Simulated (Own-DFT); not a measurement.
Simulation results for Hf36O71 (tetragonal hafnia with one neutral oxygen vacancy, atoms displaced)

All values are calculated (Own-DFT development build). A calculation, not a measurement: plane-wave PBE and HSE06 DFT by an unreviewed code, no spin, of a simulated cell at Gamma alone, so results move with cell size and shape, stress positive in tension, energies less offsets, not probed for a lower state with spin; hafnium file: forces about 75 meV/angstrom off all-electron values; oxygen file: force components 24 meV/angstrom off all-electron in a glass; k mesh not checked against a denser one; forces and stress are PBE's, HSE06 gives the energy alone, and its difference from PBE has offsets of its own; offsets are fitted by least squares, one for each functional and potential file, so energies compare only between cells with the same atoms and settings and are not formation energies; the far tail of each file's local potential was reset to the Coulomb form; each entry is a single point on an unrelaxed cell, so the pressure reflects the starting lattice, taken from the Materials Project, from which strain is counted, and rises with the displacements; printed positions are rounded, which can move forces by about a meV/angstrom; the program is a retired in-house code; no spin-orbit coupling.

## Hf36O71 (tetragonal hafnia with one neutral oxygen vacancy, atoms displaced)

```
Hf36O71
1.0
     10.7800     0.0000     0.0000
      0.0000    10.7800     0.0000
      0.0000     0.0000    10.4493
Hf O Hf O Hf O Hf O Hf O Hf O Hf O Hf O Hf O Hf O Hf O Hf O Hf O Hf O Hf O Hf O Hf O Hf O
2 4 2 4 2 4 2 4 2 3 2 4 2 4 2 4 2 4 2 4 2 4 2 4 2 4 2 4 2 4 2 4 2 4 2 4
Direct
  0.99959 0.00122 0.00203
  0.16358 0.17180 0.24778
  0.99675 0.16310 0.15065
  0.17040 0.00376 0.34593
  0.00335 0.16166 0.40277
  0.16348 0.00186 0.09715
  0.99943 0.99754 0.50058
  0.16458 0.16555 0.74503
  0.99731 0.16568 0.65196
  0.16666 0.99844 0.84928
  0.00009 0.17049 0.90401
  0.16469 0.00272 0.60091
  0.00504 0.33129 0.00630
  0.17176 0.49931 0.25589
  0.99842 0.50157 0.15475
  0.16987 0.33001 0.34689
  0.99722 0.50173 0.40635
  0.16455 0.33323 0.09796
  0.00093 0.33938 0.50220
  0.16763 0.50230 0.75275
  0.00081 0.50080 0.65306
  0.16755 0.33295 0.84856
  0.99737 0.50116 0.90264
  0.16344 0.33540 0.59813
  0.00460 0.66616 0.99698
  0.16750 0.83807 0.25293
  0.00116 0.83088 0.15032
  0.16853 0.66686 0.34723
  0.99763 0.83213 0.39995
  0.99870 0.66587 0.49768
  0.16946 0.83195 0.74828
  0.99990 0.84011 0.65189
  0.16767 0.66602 0.84618
  0.99778 0.83530 0.90251
  0.16968 0.66405 0.59802
  0.32733 0.00382 0.00040
  0.49531 0.16599 0.25042
  0.33496 0.16714 0.14895
  0.50522 0.00162 0.34376
  0.33712 0.17160 0.40340
  0.50680 0.99660 0.09718
  0.33503 0.00259 0.49949
  0.49650 0.16617 0.75787
  0.33292 0.16872 0.65480
  0.49477 0.00142 0.85131
  0.33071 0.16643 0.89612
  0.50054 0.00256 0.59678
  0.33886 0.33318 0.00133
  0.49545 0.50006 0.25036
  0.33198 0.50176 0.15715
  0.50243 0.33303 0.34957
  0.33696 0.49264 0.40144
  0.49621 0.32847 0.09699
  0.33477 0.33310 0.49809
  0.50185 0.49748 0.74855
  0.33174 0.50411 0.64993
  0.50196 0.33607 0.85212
  0.33646 0.49748 0.90283
  0.49899 0.33122 0.59651
  0.33343 0.66467 0.99918
  0.49426 0.83706 0.25628
  0.33878 0.83109 0.15226
  0.49929 0.66913 0.34758
  0.33793 0.83362 0.39392
  0.49947 0.66728 0.09322
  0.33160 0.66578 0.50223
  0.49813 0.83032 0.74604
  0.33327 0.82708 0.64916
  0.49673 0.66581 0.85049
  0.33316 0.83262 0.90619
  0.49693 0.66660 0.59668
  0.66695 0.99844 0.99921
  0.83330 0.16593 0.24575
  0.66917 0.16890 0.15029
  0.82968 0.99814 0.34795
  0.66793 0.16763 0.40551
  0.83637 0.99604 0.09748
  0.66755 0.99917 0.49916
  0.82979 0.17090 0.74432
  0.67173 0.16660 0.64708
  0.82995 0.00407 0.84800
  0.66177 0.17177 0.90201
  0.83278 0.99463 0.59370
  0.66509 0.33549 0.00029
  0.83815 0.50455 0.25011
  0.67062 0.50423 0.15545
  0.83526 0.33673 0.35066
  0.66863 0.50142 0.40245
  0.83373 0.33365 0.10124
  0.66670 0.33117 0.50072
  0.83164 0.49912 0.75339
  0.67652 0.50150 0.65246
  0.83300 0.33228 0.84553
  0.66683 0.50291 0.90493
  0.83698 0.33224 0.59875
  0.66721 0.66437 0.00282
  0.83288 0.83421 0.24809
  0.66566 0.83606 0.14991
  0.83500 0.66995 0.34417
  0.66909 0.83762 0.40225
  0.83242 0.66802 0.09808
  0.66978 0.67128 0.49990
  0.83584 0.83325 0.75718
  0.66967 0.83138 0.65097
  0.83770 0.67006 0.84534
  0.66517 0.83685 0.90497
  0.83468 0.66266 0.59720
```

```
first functional                 : PBE
second functional                : HSE06
exact exchange share             : 0.25
screening                        : 0.11 1/bohr
exchange divergence              : Gygi-Baldereschi
potential files                  : PseudoDojo norm-conserving, scalar-relativistic, made for PBE, standard set
wave cutoff                      : 48 hartree
occupations                      : fixed
k mesh                           : 1 x 1 x 1 centred on Gamma
PBE energy of cell above offsets : -100.672 eV
HSE06 less PBE above offsets     : -0.141 eV
PBE pressure                     : 0.94 GPa
PBE stress xx                    : -0.66 GPa
PBE stress yy                    : -0.66 GPa
PBE stress zz                    : -1.51 GPa
PBE stress yz                    : -0.16 GPa
PBE stress xz                    : -0.73 GPa
PBE stress xy                    : 0 GPa
```

Force:
```tsv
element	x (eV/Å)	y (eV/Å)	z (eV/Å)
Hf	-0.417	0.119	-0.986
Hf	-0.399	-0.952	0.142
O	0.844	0.393	0.069
O	0.356	-0.102	0.195
O	0.061	0.983	-0.186
O	0.617	-0.051	0.532
Hf	-0.715	0.33	0.097
Hf	-0.502	0.348	0.848
O	0.281	-0.15	-0.011
O	0.233	0.076	-0.258
O	0.307	-0.605	0.176
O	1.212	-0.231	-0.549
Hf	-1.459	0.479	-1.451
Hf	-1.184	0.388	-0.746
O	1.651	0.341	-0.045
O	-0.266	0.676	0.257
O	0.56	0.105	-0.655
O	1.33	-0.225	0.771
Hf	-0.935	-1.376	-0.022
Hf	-0.521	-1.3	-0.417
O	0.106	0.033	0.179
O	-0.032	0.295	-0.259
O	0.346	-0.343	0.404
O	0.986	-0.184	-0.184
Hf	-0.438	0.223	0.865
Hf	-0.052	-0.516	-0.84
O	0.784	-0.279	0.303
O	0.178	0.005	-0.324
O	0.695	0.229	0.086
Hf	-0.285	0.424	0.802
Hf	-0.818	0.658	0.377
O	0.569	-0.681	0.279
O	-0.086	0.412	0.639
O	0.185	-0.3	-0.062
O	-1.011	0.401	-0.151
Hf	1.282	-0.832	-0.34
Hf	1.626	0.257	-0.289
O	-0.761	-0.268	0.107
O	-0.643	0.5	0.921
O	0.14	-1.31	-0.388
O	-1.887	0.679	0.118
Hf	-0.412	0.102	0.036
Hf	0.79	-0.191	-0.662
O	0.049	-0.221	-0.541
O	0.122	-0.474	-0.809
O	0.401	0.506	0.829
O	-0.572	-0.312	0.131
Hf	-1.566	-0.326	-1.087
Hf	2.026	0.673	0.69
O	-0.133	0.063	-0.834
O	-0.09	0.033	-0.534
O	-0.333	1.472	-0.216
O	0.926	0.61	0.627
Hf	-0.249	-0.155	1.196
Hf	0.026	0.806	-0.192
O	0.593	-0.3	0.394
O	-0.288	-0.107	-0.338
O	-0.143	0.169	0.121
O	0.215	0.5	0.646
Hf	0.064	0.654	0.308
Hf	1.555	-0.682	-1.528
O	-1.824	0.068	-0.185
O	-0.074	-0.777	-0.041
O	-0.465	0.555	1.423
O	-0.122	-0.645	0.463
Hf	0.611	-0.159	-0.597
Hf	0.985	0.109	0.986
O	-0.101	0.54	-0.213
O	0.164	-0.056	-1.124
O	-0.271	0.148	-0.463
O	0.884	-0.017	0.186
Hf	0.279	0.307	0.29
Hf	-0.685	0.528	1.258
O	-0.636	0.03	0.401
O	0.275	0.588	-0.417
O	-0.08	-0.135	-0.542
O	-0.398	0.25	0.146
Hf	0.763	0.631	0.084
Hf	0.709	-0.378	0.726
O	-1.501	0.113	0.567
O	0.12	-0.082	-0.192
O	-0.15	-0.455	-0.114
O	0.123	0.259	0.218
Hf	1.065	-0.517	0.457
Hf	-1.271	-0.77	0.283
O	-1.206	-0.357	-0.317
O	0.202	-0.655	-0.451
O	-0.308	0.209	0.587
O	0.134	-0.011	-0.576
Hf	0.775	0.478	-0.553
Hf	1.331	0.129	-0.097
O	-2.324	-0.246	0.151
O	-0.442	0.324	0.411
O	0.059	-0.505	-0.542
O	-0.369	0.111	-0.037
Hf	-0.104	1.22	0.491
Hf	-0.514	0.267	-0.602
O	0.125	-0.306	0.713
O	-0.008	-0.147	0.781
O	-0.298	-1.049	-0.031
O	0.698	-0.057	-0.482
Hf	-0.121	-0.59	-0.252
Hf	-0.193	1.081	-0.838
O	-0.795	-0.19	0.431
O	-0.361	-0.775	0.442
O	0.056	-1.015	-0.712
O	0.347	0.473	-0.357
```
